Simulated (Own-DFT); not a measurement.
# Computed records: GaP (zincblende, strained, atoms displaced), SiC (2H silicon carbide, atoms displaced), GaP (zincblende, atoms displaced), SiC (twinned 3C silicon carbide, atoms displaced)

Computed with Own-DFT development build. A calculation, not a measurement: plane-wave PBE density functional theory by an unreviewed code, no spin, of a simulated periodic cell, stress positive in tension, free energy of the whole cell less one offset for each atom, forces on such cells passed a denser k mesh, this cell's mesh not checked; offsets are fitted by least squares, one for each functional and potential file, so energies compare only between cells with the same atoms and settings and are not formation energies; the far tail of each file's local potential was reset to the Coulomb form; each entry is a single point on an unrelaxed cell, so the pressure reflects the starting lattice, mostly measured values (interpolated for alloys), from which strain is counted, and rises with the displacements; printed positions are rounded, which can move forces by about a meV/angstrom; the program, named Own-DFT, is a retired in-house code; no spin-orbit coupling.

Settings shared by all entries: functional PBE; potential files PseudoDojo norm-conserving, scalar-relativistic, standard set; wave cutoff 42 hartree; occupations Fermi-Dirac; smearing width 0.1 eV.

```json
{"entry": 1, "formula": "GaP", "kind": "zincblende, strained, atoms displaced", "structure": {"cell_angstrom": [[10.862, 0.0, 0.0], [0.0, 10.862, 0.0], [0.0, 0.0, 10.9361]], "atoms_fractional": [["Ga", 0.00907, 0.9982, 0.00437], ["Ga", 0.9982, 0.25195, 0.25194], ["Ga", 0.25604, 0.0015, 0.24826], ["Ga", 0.25435, 0.24883, 0.00777], ["P", 0.13289, 0.12604, 0.12754], ["P", 0.13003, 0.37246, 0.37473], ["P", 0.36515, 0.1271, 0.37017], ["P", 0.36681, 0.38013, 0.12826], ["Ga", 0.99439, 0.00506, 0.49989], ["Ga", 0.99512, 0.25424, 0.75658], ["Ga", 0.24703, 0.00233, 0.7406], ["Ga", 0.25241, 0.24704, 0.48953], ["P", 0.13325, 0.13104, 0.61899], ["P", 0.12736, 0.38362, 0.87394], ["P", 0.37023, 0.12638, 0.87177], ["P", 0.37318, 0.3728, 0.62752], ["Ga", 0.00939, 0.49524, 0.00164], ["Ga", 0.00046, 0.7535, 0.24971], ["Ga", 0.25644, 0.50159, 0.24668], ["Ga", 0.25726, 0.75163, 0.99877], ["P", 0.12104, 0.61736, 0.11824], ["P", 0.12565, 0.87605, 0.37478], ["P", 0.37608, 0.62444, 0.3755], ["P", 0.37185, 0.87207, 0.12592], ["Ga", 0.00358, 0.50186, 0.49425], ["Ga", 0.99451, 0.75806, 0.74183], ["Ga", 0.24738, 0.49932, 0.75112], ["Ga", 0.24824, 0.7419, 0.50487], ["P", 0.13145, 0.62556, 0.62854], ["P", 0.12743, 0.87472, 0.88406], ["P", 0.37518, 0.62457, 0.87225], ["P", 0.38246, 0.88005, 0.62746], ["Ga", 0.50272, 0.99513, 0.00188], ["Ga", 0.49515, 0.24389, 0.25312], ["Ga", 0.75277, 0.00594, 0.24901], ["Ga", 0.75321, 0.25059, 0.99379], ["P", 0.62513, 0.12628, 0.12077], ["P", 0.62409, 0.3735, 0.37346], ["P", 0.87806, 0.11928, 0.37548], ["P", 0.86704, 0.37632, 0.12071], ["Ga", 0.50516, 0.00506, 0.49698], ["Ga", 0.50024, 0.25515, 0.74332], ["Ga", 0.75703, 0.00319, 0.7517], ["Ga", 0.74815, 0.2446, 0.50184], ["P", 0.62535, 0.12369, 0.61557], ["P", 0.62999, 0.36961, 0.87129], ["P", 0.87729, 0.13099, 0.87114], ["P", 0.86947, 0.3813, 0.62296], ["Ga", 0.49622, 0.50114, 0.0052], ["Ga", 0.50303, 0.74903, 0.25334], ["Ga", 0.74575, 0.50464, 0.25297], ["Ga", 0.75042, 0.74677, 0.99043], ["P", 0.61771, 0.63085, 0.1227], ["P", 0.63329, 0.87814, 0.37571], ["P", 0.87361, 0.62909, 0.37113], ["P", 0.87924, 0.87407, 0.12389], ["Ga", 0.50052, 0.49545, 0.50007], ["Ga", 0.50632, 0.75064, 0.75131], ["Ga", 0.74368, 0.5015, 0.74821], ["Ga", 0.75336, 0.75085, 0.4937], ["P", 0.62039, 0.6294, 0.62563], ["P", 0.62165, 0.86846, 0.87236], ["P", 0.87712, 0.62743, 0.87669], ["P", 0.8784, 0.86872, 0.6327]]}, "settings": {"k_mesh": "3 x 3 x 3 centred on Gamma"}, "results": {"free_energy_of_cell_above_offsets [eV]": "-33.102", "pressure [GPa]": 3.68, "stress_xx [GPa]": -3.77, "stress_yy [GPa]": -3.9, "stress_zz [GPa]": -3.37, "stress_yz [GPa]": -0.32, "stress_xz [GPa]": -0.02, "stress_xy [GPa]": 0.15, "force_element": ["Ga", "Ga", "Ga", "Ga", "P", "P", "P", "P", "Ga", "Ga", "Ga", "Ga", "P", "P", "P", "P", "Ga", "Ga", "Ga", "Ga", "P", "P", "P", "P", "Ga", "Ga", "Ga", "Ga", "P", "P", "P", "P", "Ga", "Ga", "Ga", "Ga", "P", "P", "P", "P", "Ga", "Ga", "Ga", "Ga", "P", "P", "P", "P", "Ga", "Ga", "Ga", "Ga", "P", "P", "P", "P", "Ga", "Ga", "Ga", "Ga", "P", "P", "P", "P"], "force_x [eV/angstrom]": [-0.584, 0.058, -0.909, -0.271, -1.045, -0.458, 1.82, 1.681, 1.173, 1.016, 0.143, -0.153, -1.632, -0.013, 0.816, -0.356, -1.752, 0.474, -1.328, -0.75, 1.158, 0.187, 0.103, 0.951, -0.122, 2.095, 0.727, 0.788, -1.42, 0.039, 0.327, -0.422, -0.601, 0.319, 0.0, -0.363, 0.03, 0.057, -0.599, 0.818, -0.896, 0.177, -0.915, 0.699, 0.134, -1.03, 0.267, 0.584, 0.198, -0.32, -0.209, -0.003, 1.008, -0.741, 0.55, -0.838, -0.186, -1.244, 0.5, -0.221, 0.627, 1.032, 0.395, -1.571], "force_y [eV/angstrom]": [0.578, -0.033, -0.846, 0.34, 0.146, 0.763, -0.874, -1.073, -0.922, 0.778, -0.388, 0.903, -0.065, -1.767, -0.1, 0.348, 0.02, -0.39, 0.705, -0.829, 1.548, -0.038, -0.037, 0.23, -0.012, -1.819, 0.213, 1.358, -0.193, 0.007, -0.009, -0.566, 0.261, 0.828, -0.586, -0.2, 0.045, -0.357, 1.279, 0.136, -0.637, -0.97, -0.423, 0.832, 0.09, 0.785, -1.257, -0.457, -0.447, 0.59, -0.106, 0.418, -0.434, 0.142, -0.457, 0.311, 0.28, -0.206, 0.513, -0.119, -0.438, 1.44, -0.868, 2.035], "force_z [eV/angstrom]": [-0.043, -0.427, -0.068, -1.163, 0.168, -0.5, 0.386, -0.421, 0.778, -1.37, 0.982, 1.272, 0.396, 0.327, 0.193, -0.917, -0.465, -0.345, 0.72, 0.041, 1.359, 0.36, 0.162, 0.42, 0.468, 2.365, -0.186, -0.548, -0.033, -1.768, 0.025, -0.574, -0.503, -0.735, -0.589, 0.4, 0.255, 0.112, -0.26, 0.631, -0.509, 0.66, -0.222, -0.671, 1.646, 0.365, 1.054, -0.167, -0.729, 0.19, -0.697, 0.992, 0.049, -0.466, 0.098, -0.295, 0.226, -0.393, 0.265, 1.11, -0.85, 0.446, -0.749, -2.263]}}
{"entry": 2, "formula": "SiC", "kind": "2H silicon carbide, atoms displaced", "structure": {"cell_angstrom": [[6.1654, 0.0, 0.0], [-3.0827, 5.3394, 0.0], [0.0, 0.0, 10.0681]], "atoms_fractional": [["Si", 0.00302, 0.00097, 0.99985], ["Si", 0.1618, 0.33715, 0.24969], ["C", 0.00067, 0.00352, 0.1861], ["C", 0.16805, 0.33386, 0.43598], ["Si", 0.99505, 0.00785, 0.50218], ["Si", 0.17386, 0.33491, 0.74688], ["C", 0.99217, 0.008, 0.68822], ["C", 0.16909, 0.32796, 0.93792], ["Si", 0.99878, 0.50043, 0.00038], ["Si", 0.1721, 0.83796, 0.25155], ["C", 0.00282, 0.49418, 0.19048], ["C", 0.17204, 0.84146, 0.44278], ["Si", 0.00929, 0.50631, 0.49619], ["Si", 0.1659, 0.8265, 0.7481], ["C", 0.00896, 0.50567, 0.68232], ["C", 0.15636, 0.82416, 0.94595], ["Si", 0.49949, 0.00082, 0.00047], ["Si", 0.66024, 0.3333, 0.24932], ["C", 0.49943, 0.00444, 0.18567], ["C", 0.66704, 0.33856, 0.44079], ["Si", 0.50483, 0.99743, 0.50171], ["Si", 0.67493, 0.33354, 0.75074], ["C", 0.50359, 0.99537, 0.68176], ["C", 0.6569, 0.33419, 0.93347], ["Si", 0.50256, 0.50472, 0.99641], ["Si", 0.6661, 0.83682, 0.2497], ["C", 0.50776, 0.50998, 0.18921], ["C", 0.66668, 0.82839, 0.43998], ["Si", 0.49855, 0.49858, 0.49591], ["Si", 0.6627, 0.83298, 0.74623], ["C", 0.49345, 0.50011, 0.69295], ["C", 0.66878, 0.83187, 0.93101]]}, "settings": {"hardware": "one NVIDIA H100", "k_mesh": "5 x 5 x 3 centred on Gamma"}, "results": {"free_energy_of_cell_above_offsets [eV]": "-4.579", "pressure [GPa]": 3.96, "stress_xx [GPa]": -2.46, "stress_yy [GPa]": -4.17, "stress_zz [GPa]": -5.26, "stress_yz [GPa]": 0.26, "stress_xz [GPa]": 0.02, "stress_xy [GPa]": 0.21, "force_element": ["Si", "Si", "C", "C", "Si", "Si", "C", "C", "Si", "Si", "C", "C", "Si", "Si", "C", "C", "Si", "Si", "C", "C", "Si", "Si", "C", "C", "Si", "Si", "C", "C", "Si", "Si", "C", "C"], "force_x [eV/angstrom]": [-0.771, 1.761, 0.101, -0.336, 1.173, -1.318, 1.538, -0.832, 0.225, -0.797, -1.757, -0.239, -0.907, -0.58, -0.375, 1.064, 0.115, 0.831, 0.34, 0.889, -0.633, -0.814, -1.043, 1.584, -0.462, 0.478, -0.752, -0.372, 0.059, 0.404, 2.005, -0.58], "force_y [eV/angstrom]": [-0.222, -0.686, -0.174, 0.164, -0.687, -0.199, -0.927, 0.801, -1.417, -0.387, 1.159, -0.004, -0.074, 1.299, -0.833, 1.002, -0.325, 0.529, -0.172, -0.741, 0.725, 0.007, 0.786, -0.409, -0.021, 0.353, -0.742, 0.716, -0.116, -0.131, -0.042, 0.763], "force_z [eV/angstrom]": [-0.142, -0.183, 0.671, -0.016, -0.211, 1.1, -0.11, -0.265, 0.225, 0.025, -0.486, -0.923, 0.15, 0.386, 0.889, -1.877, -0.848, 0.514, 0.571, -0.687, -1.014, -1.294, 1.882, 1.104, 0.55, 0.097, -0.69, -0.83, 1.497, 0.448, -1.819, 1.287], "wall_time [s]": 115.4}}
{"entry": 3, "formula": "GaP", "kind": "zincblende, atoms displaced", "structure": {"cell_angstrom": [[10.901, 0.0, 0.0], [0.0, 10.901, 0.0], [0.0, 0.0, 10.901]], "atoms_fractional": [["Ga", 0.00753, 0.01377, 0.98883], ["Ga", 0.98873, 0.24912, 0.2507], ["Ga", 0.25422, 0.98996, 0.26573], ["Ga", 0.24256, 0.24669, 0.00811], ["P", 0.14074, 0.12842, 0.14074], ["P", 0.1292, 0.37053, 0.37843], ["P", 0.36702, 0.13635, 0.36244], ["P", 0.36354, 0.38522, 0.13228], ["Ga", 0.00535, 0.00332, 0.4981], ["Ga", 0.01232, 0.24335, 0.73706], ["Ga", 0.25182, 0.98563, 0.76383], ["Ga", 0.26578, 0.2519, 0.50597], ["P", 0.13988, 0.11564, 0.62631], ["P", 0.12558, 0.37875, 0.87054], ["P", 0.37863, 0.12205, 0.89271], ["P", 0.37081, 0.3706, 0.61371], ["Ga", 0.01596, 0.50674, 0.01563], ["Ga", 0.00419, 0.75514, 0.25219], ["Ga", 0.25019, 0.49693, 0.2424], ["Ga", 0.27014, 0.74597, 0.00047], ["P", 0.12316, 0.63824, 0.12813], ["P", 0.12151, 0.87658, 0.36072], ["P", 0.35698, 0.62012, 0.38033], ["P", 0.38557, 0.86573, 0.12493], ["Ga", 0.00843, 0.49975, 0.51513], ["Ga", 0.00349, 0.75627, 0.74966], ["Ga", 0.25103, 0.49966, 0.75021], ["Ga", 0.26204, 0.75502, 0.50125], ["P", 0.11679, 0.62536, 0.64256], ["P", 0.13372, 0.87963, 0.87323], ["P", 0.36553, 0.61725, 0.87266], ["P", 0.38018, 0.89337, 0.63155], ["Ga", 0.49615, 0.99187, 0.01121], ["Ga", 0.50304, 0.24096, 0.26265], ["Ga", 0.7599, 0.96873, 0.2477], ["Ga", 0.75703, 0.24453, 0.00227], ["P", 0.60765, 0.13484, 0.13025], ["P", 0.60649, 0.36503, 0.3626], ["P", 0.86716, 0.1366, 0.36079], ["P", 0.86223, 0.37188, 0.13588], ["Ga", 0.4938, 0.01268, 0.50148], ["Ga", 0.49318, 0.25026, 0.74035], ["Ga", 0.73743, 0.00351, 0.76366], ["Ga", 0.75354, 0.25663, 0.50888], ["P", 0.62936, 0.12747, 0.62851], ["P", 0.61194, 0.38139, 0.86978], ["P", 0.88432, 0.11411, 0.88281], ["P", 0.88965, 0.37254, 0.61648], ["Ga", 0.50685, 0.49868, 0.01049], ["Ga", 0.50528, 0.75151, 0.24279], ["Ga", 0.75307, 0.47758, 0.24167], ["Ga", 0.74809, 0.76729, 0.00931], ["P", 0.62927, 0.6275, 0.11338], ["P", 0.62975, 0.87686, 0.36055], ["P", 0.8773, 0.61871, 0.3987], ["P", 0.89078, 0.86853, 0.12936], ["Ga", 0.50928, 0.48901, 0.50761], ["Ga", 0.49888, 0.7563, 0.75242], ["Ga", 0.76253, 0.49588, 0.75156], ["Ga", 0.75296, 0.75271, 0.48054], ["P", 0.64214, 0.63389, 0.62796], ["P", 0.61726, 0.86661, 0.88437], ["P", 0.89007, 0.62831, 0.85535], ["P", 0.87012, 0.87323, 0.63328]]}, "settings": {"hardware": "one NVIDIA H100", "k_mesh": "3 x 3 x 3 centred on Gamma"}, "results": {"free_energy_of_cell_above_offsets [eV]": "-24.588", "pressure [GPa]": 5.17, "stress_xx [GPa]": -5.4, "stress_yy [GPa]": -5.29, "stress_zz [GPa]": -4.81, "stress_yz [GPa]": -1.04, "stress_xz [GPa]": 0.92, "stress_xy [GPa]": -0.62, "force_element": ["Ga", "Ga", "Ga", "Ga", "P", "P", "P", "P", "Ga", "Ga", "Ga", "Ga", "P", "P", "P", "P", "Ga", "Ga", "Ga", "Ga", "P", "P", "P", "P", "Ga", "Ga", "Ga", "Ga", "P", "P", "P", "P", "Ga", "Ga", "Ga", "Ga", "P", "P", "P", "P", "Ga", "Ga", "Ga", "Ga", "P", "P", "P", "P", "Ga", "Ga", "Ga", "Ga", "P", "P", "P", "P", "Ga", "Ga", "Ga", "Ga", "P", "P", "P", "P"], "force_x [eV/angstrom]": [2.566, 2.177, 0.871, 0.812, -1.963, -0.577, 0.026, 2.483, -1.056, -0.348, 1.383, -2.879, 0.187, -0.216, -0.51, 1.408, -1.792, -0.924, -2.11, -1.922, 1.517, 0.319, 2.58, -1.685, 1.116, 0.161, -0.404, -1.496, 2.076, -1.62, 2.293, 0.137, 0.872, -2.002, 0.432, -1.469, 2.42, 3.133, -0.82, 3.925, 0.784, -0.092, 0.78, -0.475, -0.249, 1.642, -2.335, -1.394, -1.489, -0.041, -3.038, 1.386, 0.722, -2.073, 0.732, -0.217, -0.087, -0.213, -0.455, -0.608, -1.281, 0.244, -1.24, -0.102], "force_y [eV/angstrom]": [-1.967, 0.631, 0.479, 1.082, -0.75, 0.375, -1.771, -2.131, 0.151, 0.075, 2.976, -1.649, 0.132, -1.04, 0.264, 2.032, -0.603, -2.238, 1.556, 0.329, -0.301, -0.209, -0.118, 0.844, 0.325, 1.261, -0.508, 0.317, 0.367, -2.104, 0.356, -1.69, 1.238, 0.146, 3.688, 0.127, -2.045, 2.463, -2.475, -1.554, 0.223, -0.325, -0.882, -0.393, 0.144, -0.872, 2.573, -0.688, -0.162, -1.831, 3.946, -1.616, -0.299, -0.561, -0.763, 1.03, 1.743, -1.36, 0.017, 0.761, -0.657, 1.547, -0.688, 1.05], "force_z [eV/angstrom]": [2.978, -0.168, -2.021, -0.883, -0.428, -0.074, 1.986, -1.687, -0.108, 0.924, -0.841, -1.762, -0.292, 0.957, -1.501, 2.609, -1.713, 0.915, 1.852, -0.079, 0.194, 3.116, -0.512, 0.952, -1.43, 0.059, -0.659, 0.805, -1.665, 2.078, 0.073, -0.73, -0.545, -2.46, -0.679, -0.383, -1.329, 2.779, 2.029, -3.756, -1.022, 1.255, -0.217, -1.523, -0.242, -0.075, -2.349, 1.644, -0.764, 1.165, 3.265, -0.966, 1.729, 2.298, -3.012, -2.079, -0.511, -0.56, -0.208, 1.898, -0.401, -0.164, 3.384, -1.146], "wall_time [s]": 588.8}}
{"entry": 4, "formula": "SiC", "kind": "twinned 3C silicon carbide, atoms displaced", "structure": {"cell_angstrom": [[4.3596, -4.3596, 0.0], [0.0, 4.3596, -4.3596], [8.7192, 8.7192, 8.7192]], "atoms_fractional": [["Si", 0.00558, 0.00435, 0.4384], ["C", 0.99514, 0.99807, 0.06114], ["Si", 0.17198, 0.33444, 0.10617], ["C", 0.16803, 0.333, 0.22965], ["Si", 0.33619, 0.16417, 0.27285], ["C", 0.32221, 0.16352, 0.3964], ["Si", 0.996, 0.50104, 0.43991], ["C", 0.99724, 0.50643, 0.06214], ["Si", 0.15755, 0.82534, 0.10733], ["C", 0.17042, 0.83426, 0.2296], ["Si", 0.3273, 0.66442, 0.27535], ["C", 0.32989, 0.66187, 0.39463], ["Si", 0.5098, 0.99891, 0.43966], ["C", 0.49593, 0.99762, 0.06417], ["Si", 0.66541, 0.33489, 0.10444], ["C", 0.67703, 0.33859, 0.22936], ["Si", 0.8292, 0.16117, 0.27538], ["C", 0.84283, 0.1724, 0.39663], ["Si", 0.493, 0.4933, 0.43863], ["C", 0.49707, 0.49563, 0.06286], ["Si", 0.67717, 0.84097, 0.10329], ["C", 0.66849, 0.84356, 0.23006], ["Si", 0.83372, 0.67639, 0.27087], ["C", 0.84116, 0.6733, 0.39559], ["Si", 0.005, 0.99346, 0.93003], ["C", 0.99891, 0.98644, 0.56092], ["Si", 0.83689, 0.66823, 0.60829], ["C", 0.83457, 0.67288, 0.73066], ["Si", 0.66118, 0.82786, 0.7709], ["C", 0.66718, 0.83622, 0.89598], ["Si", 0.00396, 0.50349, 0.9382], ["C", 0.99427, 0.49406, 0.55944], ["Si", 0.82957, 0.16096, 0.60412], ["C", 0.83355, 0.16354, 0.72904], ["Si", 0.66814, 0.33828, 0.77075], ["C", 0.66456, 0.31991, 0.89785], ["Si", 0.49482, 0.00585, 0.93239], ["C", 0.49376, 0.99913, 0.56278], ["Si", 0.33313, 0.6715, 0.6053], ["C", 0.33204, 0.6697, 0.73144], ["Si", 0.17053, 0.83631, 0.77197], ["C", 0.16003, 0.82178, 0.89425], ["Si", 0.49384, 0.4916, 0.93697], ["C", 0.50898, 0.49543, 0.56571], ["Si", 0.33458, 0.16602, 0.60354], ["C", 0.3294, 0.16558, 0.73183], ["Si", 0.15583, 0.32651, 0.77356], ["C", 0.16677, 0.33583, 0.89774]]}, "settings": {"k_mesh": "5 x 5 x 2 centred on Gamma"}, "results": {"free_energy_of_cell_above_offsets [eV]": "-6.890", "pressure [GPa]": 3.8, "stress_xx [GPa]": -3.54, "stress_yy [GPa]": -3.31, "stress_zz [GPa]": -4.54, "stress_yz [GPa]": -0.68, "stress_xz [GPa]": -0.15, "stress_xy [GPa]": -0.96, "force_element": ["Si", "C", "Si", "C", "Si", "C", "Si", "C", "Si", "C", "Si", "C", "Si", "C", "Si", "C", "Si", "C", "Si", "C", "Si", "C", "Si", "C", "Si", "C", "Si", "C", "Si", "C", "Si", "C", "Si", "C", "Si", "C", "Si", "C", "Si", "C", "Si", "C", "Si", "C", "Si", "C", "Si", "C"], "force_x [eV/angstrom]": [-1.016, 0.969, -1.21, 0.365, -0.378, 1.909, -0.482, 0.309, 0.413, 0.014, -0.803, 1.485, -1.551, -0.531, -0.117, -0.233, -0.08, -0.194, 0.896, 0.42, -1.454, -0.539, 0.1, -0.877, 0.583, 0.784, -0.814, 0.255, 0.511, -0.751, -0.377, 1.836, 0.344, -0.619, -0.034, -0.115, 1.503, 0.905, -0.418, -0.82, -0.681, 0.438, 1.319, -1.044, -0.116, 0.019, 0.605, -0.728], "force_y [eV/angstrom]": [-0.128, -0.904, 0.273, 0.406, -0.225, -1.357, -0.901, -0.812, -0.431, 0.813, -1.8, 1.278, 0.279, -0.325, -0.487, 1.011, -0.733, 0.875, -0.444, 0.219, 0.927, -0.421, -0.652, 0.667, 2.876, 1.673, -1.157, -0.535, 0.612, -0.687, 0.32, 1.076, -0.505, 0.574, -0.172, 0.637, -0.189, -0.621, -0.89, -0.669, -0.127, -0.145, 0.305, 1.204, 0.953, -0.355, -0.502, -0.804], "force_z [eV/angstrom]": [0.853, -0.653, -0.144, 0.62, -1.187, -0.105, -1.226, 0.999, -1.747, 0.53, -1.284, 0.727, -0.555, -0.541, 0.579, 0.525, -2.182, 0.945, -0.801, -0.69, 0.677, 1.086, 0.533, 0.684, 1.065, -0.643, -0.061, 0.526, -0.254, 0.331, 1.533, 1.111, -0.27, -0.103, 0.705, -3.185, 3.485, 0.332, 1.009, 0.303, -0.027, -1.085, -0.51, -0.798, 0.572, -0.655, -1.138, 0.112]}}
```
